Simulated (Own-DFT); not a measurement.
# Strain and stress in 4H SiC, 72 atoms (C36Si36)

No measurement is shown. These are fixed-geometry runs of a retired plane-wave code named Own-DFT, which no person has reviewed; spin and spin-orbit coupling are neglected.

Settings: PBE; PseudoDojo norm-conserving scalar-relativistic files; cutoff 42 hartree; 4 x 4 x 3 k mesh centred on Gamma; Fermi-Dirac smearing of 0.1 eV.

Keep in mind: forces on such cells passed a denser k mesh, each cell not checked; stress not checked against mesh or cutoff.

Unstrained cell vectors in Å: (9.248, 0.000, 0.000); (-4.624, 8.009, 0.000); (0.000, 0.000, 10.068). The unstrained cell has measured lattice constants (interpolated for alloys), not those of this functional. That, the random moves and any unrelaxed bonds set the pressure at no strain. In each run the cell takes a homogeneous strain; fractional positions stay. All atoms carry random offsets, Gaussian with a width of 0.05 Å per axis. Stress is counted positive in tension, P = -(s_xx + s_yy + s_zz)/3, and strain components are those of the symmetric tensor.

```
run,e_xx (%),e_yy (%),e_zz (%),e_yz (%),e_xz (%),e_xy (%),s_xx (GPa),s_yy (GPa),s_zz (GPa),s_yz (GPa),s_xz (GPa),s_xy (GPa),P (GPa),E (meV/atom)
1,1.81,0.22,-1.87,-0.99,-0.42,-0.60,4.10,-1.57,-17.14,-3.48,-1.56,-2.07,4.87,20.9
2,0.91,-0.44,1.70,0.13,1.85,0.25,0.17,-4.85,3.88,0.63,5.90,1.50,0.27,0.0
3,-0.14,-0.70,0.78,0.52,0.90,-1.55,-6.73,-7.60,-1.71,1.88,2.85,-7.01,5.35,14.4
4,1.75,-0.86,-0.63,1.04,-1.10,-1.46,3.88,-9.17,-9.57,3.32,-3.68,-7.27,4.95,35.8
5,0.63,-1.27,-0.24,-1.49,-0.66,0.18,-3.61,-12.35,-8.27,-6.45,-1.87,1.95,8.08,45.1
6,-1.41,1.81,-0.76,0.04,-0.46,-0.77,-9.96,3.12,-10.47,0.99,-1.35,-2.83,5.77,11.0
7,1.87,-1.13,1.96,0.20,1.56,0.27,5.50,-9.57,5.49,-0.40,5.27,1.44,-0.47,22.1
8,0.49,0.64,-1.09,-0.24,-0.82,-0.20,-1.25,-1.95,-14.24,-1.12,-2.42,0.14,5.81,33.2
9,0.12,0.30,0.11,0.09,0.07,1.04,-3.09,-3.70,-6.13,0.27,-0.95,4.39,4.31,29.1
10,1.01,-0.17,0.02,1.61,1.49,-1.84,-0.22,-4.99,-5.34,4.79,5.01,-8.94,3.52,25.7
11,0.22,-1.52,-1.71,-0.18,-1.36,-1.41,-4.53,-13.46,-20.07,0.21,-3.73,-7.04,12.69,39.4
12,-1.79,-1.53,-0.71,-1.02,-0.10,-0.19,-17.59,-17.12,-12.60,-3.36,-1.05,-3.07,15.77,58.9
13,1.72,0.29,-0.85,1.51,1.54,-1.98,4.23,-3.13,-10.00,4.76,4.21,-7.38,2.97,33.0
14,0.52,-1.27,-0.47,-1.53,0.20,-1.65,-3.82,-13.27,-8.60,-6.48,0.40,-7.82,8.56,40.0
15,-1.15,0.72,0.69,-1.79,1.46,1.17,-11.64,-0.45,-3.90,-6.44,5.80,7.26,5.33,32.0
16,0.35,-1.03,-1.29,-1.87,0.77,0.92,-4.74,-8.73,-17.43,-5.69,3.47,5.02,10.30,47.4
17,-1.66,1.46,0.76,-1.44,0.62,-0.55,?,?,?,?,?,?,?,?
```

E is the free energy per atom, counted from the lowest run shown.

## Fit

Least squares on the runs shown: each stress against a constant and the strains, taken as fractions with shears doubled. Shear strains stay in the fit of a normal stress only where such slopes are resolved. The slopes, in GPa:

| stress | at no strain | per e_xx | per e_yy | per e_zz | scatter |
|---|---|---|---|---|---|
| s_xx | -5.0 | 562 ± 20 | 119 ± 23 | 24 ± 20 | 0.85 |
| s_yy | -5.0 | 96 ± 29 | 575 ± 34 | 40 ± 29 | 1.25 |
| s_zz | -6.8 | 67 ± 28 | 67 ± 32 | 637 ± 28 | 1.19 |

The slope of each shear stress on twice its own strain, from a fit on all six strains: yz 191 ± 12, xz 164 ± 12, xy 223 ± 15 GPa. These are stiffnesses along x, y and z of the frame in which the cell vectors are given, with the crystal's c axis along z: C11, C12, C13 and C33. Hexagonal symmetry asks that xx and yy behave alike, which is a second check on the noise. No internal relaxation is included, and where it is allowed it would reduce some of the slopes. Slopes across the diagonal should nearly agree, so their difference gauges the noise. A ninth of the table's sum, 243 ± 5 GPa, estimates the bulk modulus near the mean pressure of these runs, 6.1 GPa, so it lies above the value at zero pressure.

## Prediction

Q: what normal stresses and pressure should run 17 give?

From the fit: s_xx = -12.4, s_yy = 2.1, s_zz = -2.1 and P = 4.1 GPa. The run itself gave -10.90, 3.06, -3.25 and P = 3.70 GPa.
